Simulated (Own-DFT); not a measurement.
# Computed records: GaP (zincblende, strained, atoms displaced)

Computed with Own-DFT development build. A calculation, not a measurement: plane-wave PBE density functional theory by an unreviewed code, no spin, of a simulated periodic cell, stress positive in tension, free energy of the whole cell less one offset for each atom, forces on such cells passed a denser k mesh, this cell's mesh not checked; offsets are fitted by least squares, one for each functional and potential file, so energies compare only between cells with the same atoms and settings and are not formation energies; the far tail of each file's local potential was reset to the Coulomb form; each entry is a single point on an unrelaxed cell, so the pressure reflects the starting lattice, mostly measured values (interpolated for alloys), from which strain is counted, and rises with the displacements; printed positions are rounded, which can move forces by about a meV/angstrom; the program, named Own-DFT, is a retired in-house code; no spin-orbit coupling.

### GaP (zincblende, strained, atoms displaced)

```
cell vectors (Å)
  10.8620     0.0000     0.0000
   0.0000    10.8620     0.0000
   0.0000     0.0000    10.9439
atoms (fractions of the cell vectors)
Ga  0.00503  0.99812  0.99568
Ga  0.99954  0.25343  0.25079
Ga  0.24834  0.00001  0.24727
Ga  0.25465  0.24463  0.99998
P   0.12709  0.12872  0.13153
P   0.12283  0.37612  0.37433
P   0.37170  0.12765  0.37335
P   0.37589  0.37727  0.12394
Ga  0.99863  0.99942  0.50515
Ga  0.99787  0.25284  0.74660
Ga  0.25276  0.00515  0.75231
Ga  0.24916  0.25102  0.50022
P   0.12825  0.11870  0.62760
P   0.12128  0.37504  0.87410
P   0.36962  0.12656  0.87489
P   0.37418  0.37714  0.62120
Ga  0.00214  0.50273  0.00016
Ga  0.00219  0.74407  0.25224
Ga  0.25073  0.49744  0.25382
Ga  0.24704  0.75166  0.00370
P   0.12154  0.62537  0.12500
P   0.12416  0.87292  0.37547
P   0.37059  0.62262  0.37654
P   0.37153  0.87208  0.12728
Ga  0.00191  0.50094  0.50038
Ga  0.99781  0.75355  0.74847
Ga  0.25041  0.50200  0.75051
Ga  0.25289  0.75094  0.49947
P   0.12920  0.62828  0.62476
P   0.12414  0.87411  0.87872
P   0.37531  0.62164  0.87102
P   0.37383  0.87661  0.62709
Ga  0.49507  0.00102  0.99719
Ga  0.50226  0.25075  0.25080
Ga  0.75047  0.00078  0.25598
Ga  0.74745  0.24868  0.99920
P   0.62547  0.12768  0.12527
P   0.61987  0.37337  0.37408
P   0.87436  0.12263  0.37920
P   0.87722  0.37190  0.12584
Ga  0.50006  0.99589  0.50252
Ga  0.49907  0.24895  0.74927
Ga  0.74958  0.99482  0.74875
Ga  0.74936  0.24431  0.50213
P   0.62097  0.12639  0.62448
P   0.62645  0.37650  0.88074
P   0.87859  0.12502  0.87695
P   0.87690  0.37247  0.62697
Ga  0.49676  0.49761  0.99784
Ga  0.50039  0.75149  0.24979
Ga  0.75049  0.49984  0.24713
Ga  0.75168  0.75073  0.99815
P   0.62761  0.61903  0.12251
P   0.62857  0.87934  0.37471
P   0.86969  0.62295  0.37053
P   0.87561  0.87303  0.12880
Ga  0.49798  0.50308  0.50012
Ga  0.50176  0.74887  0.74614
Ga  0.75204  0.49740  0.75154
Ga  0.75013  0.74805  0.50189
P   0.62407  0.62591  0.62647
P   0.62501  0.87631  0.87003
P   0.87228  0.62740  0.87614
P   0.87586  0.87515  0.62745
```

Here we set functional PBE, potential files PseudoDojo norm-conserving, scalar-relativistic, standard set, wave cutoff 42 hartree, occupations Fermi-Dirac, smearing width 0.1 eV, hardware one NVIDIA H100 and k mesh 3 x 3 x 3 centred on Gamma.

It finds free energy of cell above offsets -34.994 eV; pressure 3.16 GPa; stress xx -3.36 GPa; stress yy -3.33 GPa; stress zz -2.81 GPa; stress yz -0.28 GPa; stress xz 0.04 GPa; stress xy 0.16 GPa; wall time 512.8 s.

Force:
| element | x (eV/Å) | y (eV/Å) | z (eV/Å) |
| --- | --- | --- | --- |
| Ga | -0.515 | 0.469 | 1.191 |
| Ga | -0.151 | -0.456 | 0.31 |
| Ga | 0.036 | -0.059 | 0.626 |
| Ga | -0.924 | 1.042 | 0.472 |
| P | -0.374 | -0.345 | -0.888 |
| P | 0.132 | -0.17 | 0.373 |
| P | 0.419 | -0.526 | 0.162 |
| P | -0.191 | -0.443 | 0.203 |
| Ga | 0.342 | -0.185 | -0.441 |
| Ga | 0.535 | -0.75 | 0.492 |
| Ga | -0.428 | -1.019 | 0.093 |
| Ga | -0.178 | -0.188 | -0.043 |
| P | -0.462 | 1.007 | -0.298 |
| P | 0.651 | -0.102 | 0.13 |
| P | 1.035 | -0.049 | -0.162 |
| P | -0.009 | -0.174 | 0.591 |
| Ga | -0.466 | -0.329 | -0.115 |
| Ga | -0.414 | 0.526 | 0.021 |
| Ga | -0.299 | 0.148 | -0.679 |
| Ga | 0.268 | -0.597 | -0.42 |
| P | 0.756 | -0.376 | 0.253 |
| P | -0.021 | 0.228 | 0.095 |
| P | 0.667 | 0.54 | -0.264 |
| P | 0.459 | 0.401 | -0.322 |
| Ga | -0.31 | 0.261 | 0.02 |
| Ga | 0.41 | -0.558 | 0.381 |
| Ga | -0.313 | -0.525 | -0.164 |
| Ga | -0.264 | 0.238 | 0.03 |
| P | -0.571 | -0.049 | 0.095 |
| P | 0.568 | -0.047 | -0.865 |
| P | 0.002 | 0.81 | 0.587 |
| P | 0.078 | -0.198 | 0.015 |
| Ga | 0.406 | -0.193 | 0.342 |
| Ga | -0.549 | -0.136 | -0.275 |
| Ga | 0.233 | 0.172 | -0.952 |
| Ga | 0.609 | -0.06 | 0.18 |
| P | -0.195 | -0.681 | 0.039 |
| P | 0.898 | 0.425 | 0.471 |
| P | 0.458 | 0.362 | -0.207 |
| P | -0.318 | 0.394 | -0.414 |
| Ga | -0.297 | 0.586 | -0.471 |
| Ga | -0.016 | 0.575 | 0.212 |
| Ga | 0.125 | 1.057 | 0.113 |
| Ga | -0.195 | 0.725 | -0.207 |
| P | 0.371 | -0.575 | 0.337 |
| P | -0.295 | -0.359 | -0.894 |
| P | -0.482 | -0.116 | -0.456 |
| P | -0.506 | 0.448 | -0.73 |
| Ga | 0.171 | 0.41 | 0.182 |
| Ga | 0.293 | -0.516 | 0.105 |
| Ga | -0.247 | -0.749 | 0.139 |
| Ga | -0.413 | 0.264 | 0.428 |
| P | -0.576 | 0.826 | -0.117 |
| P | -0.598 | -0.804 | 0.429 |
| P | 0.533 | 0.044 | 0.834 |
| P | 0.142 | 0.324 | -0.255 |
| Ga | 0.275 | -0.223 | -0.123 |
| Ga | -0.38 | 0.192 | 0.439 |
| Ga | -0.177 | 0.171 | 0.016 |
| Ga | 0.058 | 0.178 | -0.256 |
| P | 0.368 | -0.516 | -0.258 |
| P | -0.389 | -0.302 | 0.736 |
| P | 0.544 | -0.276 | -0.373 |
| P | -0.319 | -0.174 | -0.491 |
